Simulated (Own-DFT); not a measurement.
Simulation results for GaP (zincblende, atoms displaced)

All values are calculated (Own-DFT development build). A calculation, not a measurement: plane-wave PBE density functional theory by an unreviewed code, no spin, of a simulated periodic cell, stress positive in tension, free energy of the whole cell less one offset for each atom, forces on such cells passed a denser k mesh, this cell's mesh not checked; offsets are fitted by least squares, one for each functional and potential file, so energies compare only between cells with the same atoms and settings and are not formation energies; the far tail of each file's local potential was reset to the Coulomb form; each entry is a single point on an unrelaxed cell, so the pressure reflects the starting lattice, mostly measured values (interpolated for alloys), from which strain is counted, and rises with the displacements; printed positions are rounded, which can move forces by about a meV/angstrom; the program, named Own-DFT, is a retired in-house code; no spin-orbit coupling.

Common to all runs: functional PBE; potential files PseudoDojo norm-conserving, scalar-relativistic, standard set; wave cutoff 42 hartree; occupations Fermi-Dirac; smearing width 0.1 eV; k mesh 2 x 3 x 3 centred on Gamma.

```yaml
- entry: 1
  formula: GaP
  kind: "zincblende, atoms displaced"
  structure:
    cell_angstrom: [[16.3515, 0.0, 0.0], [0.0, 10.901, 0.0], [0.0, 0.0, 10.901]]
    atoms_fractional:
      - [Ga, 0.00071, 0.00168, 0.00047]
      - [Ga, 0.00106, 0.25116, 0.24993]
      - [Ga, 0.16696, 0.99952, 0.25096]
      - [Ga, 0.16663, 0.25067, 0.00144]
      - [P, 0.08353, 0.12284, 0.12239]
      - [P, 0.08233, 0.37612, 0.373]
      - [P, 0.24891, 0.12368, 0.37485]
      - [P, 0.25157, 0.37172, 0.12118]
      - [Ga, 0.00152, 0.00041, 0.49891]
      - [Ga, 0.99746, 0.25132, 0.75237]
      - [Ga, 0.16635, 0.99962, 0.75036]
      - [Ga, 0.16758, 0.24943, 0.49818]
      - [P, 0.08359, 0.12682, 0.62716]
      - [P, 0.08175, 0.3738, 0.87436]
      - [P, 0.25049, 0.12829, 0.8735]
      - [P, 0.24959, 0.37522, 0.62769]
      - [Ga, 0.99928, 0.49877, 0.00268]
      - [Ga, 0.00065, 0.74625, 0.25011]
      - [Ga, 0.16811, 0.50126, 0.25076]
      - [Ga, 0.16589, 0.74922, 0.00061]
      - [P, 0.08405, 0.62432, 0.12706]
      - [P, 0.08289, 0.87544, 0.37311]
      - [P, 0.25276, 0.62697, 0.37634]
      - [P, 0.25058, 0.87666, 0.12551]
      - [Ga, 0.99798, 0.49835, 0.50135]
      - [Ga, 0.00039, 0.75121, 0.74905]
      - [Ga, 0.16578, 0.49907, 0.7506]
      - [Ga, 0.16655, 0.74887, 0.49723]
      - [P, 0.08424, 0.62233, 0.622]
      - [P, 0.08331, 0.8708, 0.87523]
      - [P, 0.24916, 0.62176, 0.87339]
      - [P, 0.24842, 0.875, 0.62591]
      - [Ga, 0.3338, 0.00038, 0.00269]
      - [Ga, 0.33373, 0.24933, 0.24776]
      - [Ga, 0.50019, 0.00015, 0.24735]
      - [Ga, 0.50288, 0.25557, 0.00165]
      - [P, 0.41887, 0.12481, 0.12575]
      - [P, 0.41693, 0.37569, 0.37491]
      - [P, 0.58291, 0.12665, 0.37375]
      - [P, 0.58327, 0.37355, 0.12687]
      - [Ga, 0.33308, 0.00156, 0.49664]
      - [Ga, 0.33176, 0.24816, 0.75181]
      - [Ga, 0.49959, 0.00073, 0.74876]
      - [Ga, 0.49731, 0.24696, 0.49744]
      - [P, 0.41817, 0.12557, 0.62335]
      - [P, 0.41595, 0.3751, 0.87441]
      - [P, 0.5852, 0.12497, 0.87803]
      - [P, 0.58331, 0.37283, 0.62594]
      - [Ga, 0.33198, 0.49968, 0.99971]
      - [Ga, 0.33341, 0.74789, 0.25153]
      - [Ga, 0.49866, 0.50022, 0.24713]
      - [Ga, 0.49957, 0.74949, 0.00161]
      - [P, 0.41792, 0.62335, 0.12672]
      - [P, 0.4155, 0.87229, 0.3747]
      - [P, 0.58244, 0.62292, 0.37809]
      - [P, 0.58145, 0.87411, 0.12494]
      - [Ga, 0.33225, 0.50094, 0.5027]
      - [Ga, 0.33336, 0.75109, 0.7497]
      - [Ga, 0.50234, 0.49833, 0.74891]
      - [Ga, 0.49976, 0.74884, 0.50009]
      - [P, 0.41707, 0.62516, 0.62446]
      - [P, 0.41881, 0.87686, 0.87411]
      - [P, 0.58321, 0.63187, 0.8753]
      - [P, 0.58193, 0.87164, 0.62689]
      - [Ga, 0.66598, 3.0e-05, 0.99925]
      - [Ga, 0.66862, 0.2486, 0.24879]
      - [Ga, 0.83425, 0.00172, 0.25147]
      - [Ga, 0.83592, 0.24945, 0.00521]
      - [P, 0.74903, 0.12484, 0.12335]
      - [P, 0.74945, 0.37489, 0.37236]
      - [P, 0.91635, 0.12479, 0.37705]
      - [P, 0.9177, 0.37937, 0.1288]
      - [Ga, 0.66771, 0.99589, 0.50259]
      - [Ga, 0.66547, 0.25032, 0.75192]
      - [Ga, 0.83213, 0.99881, 0.74809]
      - [Ga, 0.83301, 0.2536, 0.4994]
      - [P, 0.74874, 0.12713, 0.62649]
      - [P, 0.74939, 0.37117, 0.87767]
      - [P, 0.9169, 0.12509, 0.87557]
      - [P, 0.91667, 0.37142, 0.6219]
      - [Ga, 0.66629, 0.50015, 0.00054]
      - [Ga, 0.66609, 0.75008, 0.25215]
      - [Ga, 0.83439, 0.50241, 0.25271]
      - [Ga, 0.83487, 0.74914, 0.00205]
      - [P, 0.74983, 0.62493, 0.12384]
      - [P, 0.75343, 0.8741, 0.37331]
      - [P, 0.91816, 0.62718, 0.37382]
      - [P, 0.91893, 0.87484, 0.12552]
      - [Ga, 0.66765, 0.49964, 0.49895]
      - [Ga, 0.66764, 0.74968, 0.74752]
      - [Ga, 0.83452, 0.50036, 0.74982]
      - [Ga, 0.83472, 0.74742, 0.50057]
      - [P, 0.75028, 0.62374, 0.62309]
      - [P, 0.75167, 0.87445, 0.87369]
      - [P, 0.91631, 0.62392, 0.87444]
      - [P, 0.91618, 0.87673, 0.62246]
  results:
    "free_energy_of_cell_above_offsets [eV]": "-53.629"
    "pressure [GPa]": 2.7
    "stress_xx [GPa]": -2.7
    "stress_yy [GPa]": -2.69
    "stress_zz [GPa]": -2.7
    "stress_yz [GPa]": 0.05
    "stress_xz [GPa]": -0.04
    "stress_xy [GPa]": -0.14
    force_element: [Ga, Ga, Ga, Ga, P, P, P, P, Ga, Ga, Ga, Ga, P, P, P, P, Ga, Ga, Ga, Ga, P, P, P, P, Ga, Ga, Ga, Ga, P, P, P, P, Ga, Ga, Ga, Ga, P, P, P, P, Ga, Ga, Ga, Ga, P, P, P, P, Ga, Ga, Ga, Ga, P, P, P, P, Ga, Ga, Ga, Ga, P, P, P, P, Ga, Ga, Ga, Ga, P, P, P, P, Ga, Ga, Ga, Ga, P, P, P, P, Ga, Ga, Ga, Ga, P, P, P, P, Ga, Ga, Ga, Ga, P, P, P, P]
    "force_x [eV/angstrom]": [-0.055, -0.136, -0.128, -0.161, 0.151, 0.365, 0.225, -0.312, -0.019, 0.28, -0.038, -0.252, -0.141, 0.113, -0.281, 0.001, 0.233, 0.122, 0.221, 0.306, 0.032, 0.064, -0.482, -0.072, 0.285, -0.132, -0.155, -0.022, -0.246, -0.004, 0.092, 0.247, 0.13, 0.103, -0.047, -0.5, -0.183, -0.393, 0.304, 0.364, 0.037, 0.519, 0.349, 0.505, -0.601, 0.252, -0.585, 0.033, 0.348, 0.121, 0.391, -0.151, -0.554, 0.352, 0.071, 0.482, 0.266, 0.052, -0.248, -0.124, -0.019, -0.521, 0.148, 0.185, 0.185, -0.331, 0.028, -0.154, 0.366, 0.193, 0.179, -0.185, -0.163, 0.119, 0.153, -0.321, 0.156, 0.36, -0.234, -0.127, -0.121, 0.013, -0.296, -0.096, 0.021, -0.455, -0.154, -0.214, -0.227, 0.115, -0.321, -0.081, 0.106, -0.223, 0.297, 0.225]
    "force_y [eV/angstrom]": [-0.408, -0.334, 0.0, -0.14, 0.326, -0.018, 0.307, 0.432, 0.119, -0.241, 0.038, 0.242, -0.044, 0.194, -0.689, -0.152, 0.231, 0.502, -0.241, -0.072, -0.106, -0.212, -0.388, -0.413, 0.104, -0.275, -0.081, 0.216, 0.218, 0.572, 0.488, 0.049, 0.189, -0.097, -0.125, -0.538, 0.272, 0.057, -0.474, 0.483, -0.33, 0.257, 0.172, 0.429, -0.168, 0.032, 0.068, -0.003, 0.067, 0.251, -0.221, 0.148, 0.217, 0.376, 0.086, 0.026, -0.218, -0.061, 0.333, 0.055, -0.104, -0.184, -0.852, 0.316, -0.413, -0.022, -0.056, 0.169, -0.24, 0.145, 0.305, -0.473, 0.238, -0.077, 0.308, -0.533, -0.081, 0.415, -0.18, 0.478, 0.042, -0.063, 0.08, 0.144, 0.032, -0.055, -0.364, 0.061, -0.264, 0.072, -0.418, 0.227, -0.035, -0.091, 0.127, -0.162]
    "force_z [eV/angstrom]": [-0.33, -0.051, -0.204, -0.387, 0.456, 0.301, -0.239, 0.578, 0.203, -0.233, 0.154, 0.222, -0.143, 0.282, 0.493, -0.311, -0.344, -0.134, -0.038, 0.012, -0.249, 0.088, -0.106, 0.005, -0.269, -0.236, -0.064, 0.176, 0.211, 0.045, 0.229, -0.304, -0.411, 0.267, 0.496, -0.335, -0.297, -0.03, 0.154, 0.122, 0.432, -0.392, 0.178, 0.055, 0.218, 0.036, -0.349, -0.439, -0.092, -0.38, 0.507, -0.121, -0.432, -0.052, -0.442, 0.062, -0.032, 0.073, 0.237, -0.021, 0.254, 0.255, -0.059, -0.248, 0.053, 0.081, -0.345, -0.244, 0.215, 0.15, -0.192, -0.045, -0.289, 0.007, 0.084, -0.113, -0.22, -0.123, 0.017, 0.505, -0.208, -0.089, -0.181, -0.167, 0.328, 0.294, 0.393, 0.08, 0.164, 0.205, 0.044, -0.098, 0.154, 0.233, 0.091, 0.188]
- entry: 2
  formula: GaP
  kind: "zincblende, atoms displaced"
  structure:
    cell_angstrom: [[16.3515, 0.0, 0.0], [0.0, 10.901, 0.0], [0.0, 0.0, 10.901]]
    atoms_fractional:
      - [Ga, 0.99881, 0.0013, 0.9998]
      - [Ga, 0.00297, 0.25229, 0.25012]
      - [Ga, 0.16671, 0.99673, 0.25059]
      - [Ga, 0.16757, 0.24642, 0.00041]
      - [P, 0.08299, 0.12229, 0.12449]
      - [P, 0.0852, 0.37716, 0.37664]
      - [P, 0.25146, 0.128, 0.37611]
      - [P, 0.25199, 0.37419, 0.12515]
      - [Ga, 0.9994, 0.99829, 0.4989]
      - [Ga, 1.0e-05, 0.25452, 0.7523]
      - [Ga, 0.1639, 0.99881, 0.75019]
      - [Ga, 0.1685, 0.24909, 0.49774]
      - [P, 0.08171, 0.12394, 0.62621]
      - [P, 0.08243, 0.37227, 0.87529]
      - [P, 0.24959, 0.12471, 0.8737]
      - [P, 0.25215, 0.37332, 0.62682]
      - [Ga, 0.00182, 0.50066, 0.00094]
      - [Ga, 0.00048, 0.7495, 0.24823]
      - [Ga, 0.16431, 0.49663, 0.25138]
      - [Ga, 0.16731, 0.75268, 0.99966]
      - [P, 0.08358, 0.62457, 0.12541]
      - [P, 0.08526, 0.87285, 0.37668]
      - [P, 0.24748, 0.62554, 0.37685]
      - [P, 0.25065, 0.87003, 0.12657]
      - [Ga, 0.99856, 0.4981, 0.49674]
      - [Ga, 0.99722, 0.75109, 0.75204]
      - [Ga, 0.16808, 0.49965, 0.75165]
      - [Ga, 0.16797, 0.74515, 0.50373]
      - [P, 0.08316, 0.62785, 0.62347]
      - [P, 0.08309, 0.87648, 0.8741]
      - [P, 0.25095, 0.62582, 0.87306]
      - [P, 0.25211, 0.87413, 0.623]
      - [Ga, 0.33393, 0.9976, 0.99671]
      - [Ga, 0.33158, 0.24868, 0.24908]
      - [Ga, 0.5012, 0.99415, 0.24829]
      - [Ga, 0.49995, 0.24735, 0.99928]
      - [P, 0.41697, 0.12575, 0.12236]
      - [P, 0.41579, 0.37677, 0.37312]
      - [P, 0.58138, 0.12326, 0.37728]
      - [P, 0.58316, 0.3759, 0.12311]
      - [Ga, 0.33234, 0.99709, 0.50142]
      - [Ga, 0.33664, 0.25064, 0.75289]
      - [Ga, 0.50185, 0.00251, 0.74932]
      - [Ga, 0.49763, 0.24905, 0.49909]
      - [P, 0.41674, 0.12351, 0.6257]
      - [P, 0.41661, 0.37353, 0.87479]
      - [P, 0.58507, 0.12351, 0.87637]
      - [P, 0.58198, 0.37516, 0.62528]
      - [Ga, 0.33278, 0.4986, 0.99824]
      - [Ga, 0.33467, 0.74916, 0.24997]
      - [Ga, 0.50016, 0.50167, 0.24943]
      - [Ga, 0.49972, 0.75332, 0.00366]
      - [P, 0.41719, 0.62672, 0.12714]
      - [P, 0.41426, 0.87486, 0.37348]
      - [P, 0.5817, 0.6241, 0.37507]
      - [P, 0.58391, 0.87423, 0.12403]
      - [Ga, 0.33557, 0.50158, 0.49806]
      - [Ga, 0.33254, 0.75084, 0.74755]
      - [Ga, 0.49979, 0.49878, 0.74712]
      - [Ga, 0.49948, 0.75387, 0.50183]
      - [P, 0.41644, 0.62505, 0.62452]
      - [P, 0.41973, 0.87681, 0.87253]
      - [P, 0.58259, 0.6234, 0.87321]
      - [P, 0.58332, 0.8752, 0.6237]
      - [Ga, 0.66462, 0.00018, 0.00033]
      - [Ga, 0.66525, 0.25133, 0.24904]
      - [Ga, 0.83222, 0.00405, 0.24895]
      - [Ga, 0.83364, 0.24979, 0.99909]
      - [P, 0.74881, 0.1254, 0.12568]
      - [P, 0.75025, 0.37473, 0.37803]
      - [P, 0.91787, 0.12245, 0.37192]
      - [P, 0.91636, 0.3742, 0.12575]
      - [Ga, 0.66701, 0.9985, 0.50123]
      - [Ga, 0.66804, 0.2461, 0.75199]
      - [Ga, 0.83359, 0.99975, 0.74988]
      - [Ga, 0.83498, 0.25103, 0.50002]
      - [P, 0.74815, 0.12572, 0.62718]
      - [P, 0.74859, 0.37557, 0.87642]
      - [P, 0.91636, 0.1263, 0.87598]
      - [P, 0.91665, 0.376, 0.62571]
      - [Ga, 0.66522, 0.49909, 0.99956]
      - [Ga, 0.6679, 0.74978, 0.2527]
      - [Ga, 0.83395, 0.49801, 0.24922]
      - [Ga, 0.83349, 0.752, 0.99775]
      - [P, 0.74943, 0.62383, 0.1232]
      - [P, 0.7472, 0.87743, 0.37767]
      - [P, 0.91649, 0.62286, 0.37292]
      - [P, 0.91886, 0.87666, 0.1252]
      - [Ga, 0.66732, 0.50131, 0.50277]
      - [Ga, 0.66717, 0.74923, 0.74829]
      - [Ga, 0.83301, 0.50265, 0.75137]
      - [Ga, 0.8336, 0.74816, 0.50342]
      - [P, 0.75047, 0.62222, 0.62727]
      - [P, 0.74881, 0.87285, 0.8735]
      - [P, 0.91809, 0.62481, 0.87653]
      - [P, 0.91597, 0.87529, 0.62458]
  results:
    "free_energy_of_cell_above_offsets [eV]": "-53.565"
    "pressure [GPa]": 2.72
    "stress_xx [GPa]": -2.72
    "stress_yy [GPa]": -2.71
    "stress_zz [GPa]": -2.74
    "stress_yz [GPa]": -0.06
    "stress_xz [GPa]": 0.02
    "stress_xy [GPa]": -0.01
    force_element: [Ga, Ga, Ga, Ga, P, P, P, P, Ga, Ga, Ga, Ga, P, P, P, P, Ga, Ga, Ga, Ga, P, P, P, P, Ga, Ga, Ga, Ga, P, P, P, P, Ga, Ga, Ga, Ga, P, P, P, P, Ga, Ga, Ga, Ga, P, P, P, P, Ga, Ga, Ga, Ga, P, P, P, P, Ga, Ga, Ga, Ga, P, P, P, P, Ga, Ga, Ga, Ga, P, P, P, P, Ga, Ga, Ga, Ga, P, P, P, P, Ga, Ga, Ga, Ga, P, P, P, P, Ga, Ga, Ga, Ga, P, P, P, P]
    "force_x [eV/angstrom]": [0.185, -0.194, 0.186, -0.054, 0.231, -0.338, -0.207, -0.632, 0.193, -0.167, 0.553, -0.218, 0.053, 0.535, 0.118, -0.04, -0.198, 0.066, 0.633, -0.128, 0.213, -0.196, 0.519, 0.147, 0.233, 0.444, -0.31, -0.071, -0.393, -0.241, -0.132, -0.754, -0.133, 0.579, -0.32, 0.111, -0.115, 0.122, 0.219, -0.243, 0.252, -0.502, 0.045, 0.107, -0.082, 0.399, -0.313, 0.332, 0.242, -0.439, -0.004, 0.052, -0.145, 0.381, 0.313, 0.291, -0.51, 0.465, -0.123, -0.147, 0.111, -0.374, -0.129, 0.125, 0.513, -0.026, 0.005, -0.23, -0.037, -0.12, -0.015, 0.282, -0.308, -0.378, -0.196, -0.106, 0.6, 0.334, 0.018, -0.04, 0.038, -0.191, -0.36, 0.051, 0.193, 0.88, -0.091, -0.621, -0.296, -0.289, 0.148, -0.167, -0.054, 0.08, -0.243, 0.027]
    "force_y [eV/angstrom]": [-0.022, -0.197, 0.252, 0.192, 0.171, -0.535, -0.753, 0.121, 0.016, -0.531, 0.13, 0.091, 0.314, 0.442, -0.211, 0.161, -0.232, 0.053, 0.429, -0.366, 0.067, -0.13, -0.352, 0.617, 0.334, -0.037, -0.067, 0.581, -0.614, -0.239, 0.091, 0.086, 0.087, 0.099, 0.613, 0.263, -0.444, -0.288, 0.031, -0.136, 0.486, -0.321, -0.107, 0.202, 0.028, 0.31, 0.212, -0.445, 0.281, -0.307, -0.262, -0.426, -0.304, 0.065, 0.286, -0.158, -0.084, -0.006, 0.106, -0.355, 0.16, -0.305, 0.301, 0.024, -0.207, -0.1, -0.542, 0.079, 0.107, 0.037, 0.502, -0.009, 0.46, 0.629, 0.1, -0.395, -0.192, -0.072, -0.08, 0.078, 0.232, -0.184, 0.082, -0.134, 0.159, -0.339, 0.378, -0.114, -0.206, -0.13, -0.399, 0.046, 0.392, 0.406, -0.053, -0.001]
    "force_z [eV/angstrom]": [-0.122, -0.011, 0.044, 0.071, 0.17, 0.105, -0.215, -0.088, -0.022, -0.334, -0.271, 0.643, -0.294, 0.308, -0.095, -0.214, 0.038, 0.305, -0.326, -0.096, -0.143, 0.07, -0.447, -0.214, 0.394, -0.27, -0.331, -0.221, 0.515, 0.264, 0.306, 0.389, 0.213, -0.026, 0.12, -0.02, 0.389, -0.129, -0.339, 0.165, -0.246, -0.292, -0.06, 0.024, -0.058, 0.19, -0.155, -0.057, 0.164, 0.276, -0.03, -0.533, -0.449, 0.188, 0.277, 0.265, 0.139, 0.246, 0.254, -0.314, 0.021, 0.017, 0.207, 0.294, 0.052, 0.385, 0.069, 0.181, -0.279, -0.316, 0.311, -0.169, 0.092, -0.066, 0.078, 0.023, -0.408, -0.165, -0.27, 0.052, -0.08, -0.197, 0.015, 0.341, 0.164, -0.243, 0.077, 0.019, -0.236, 0.079, 0.225, -0.44, -0.178, 0.134, 0.023, 0.075]
```
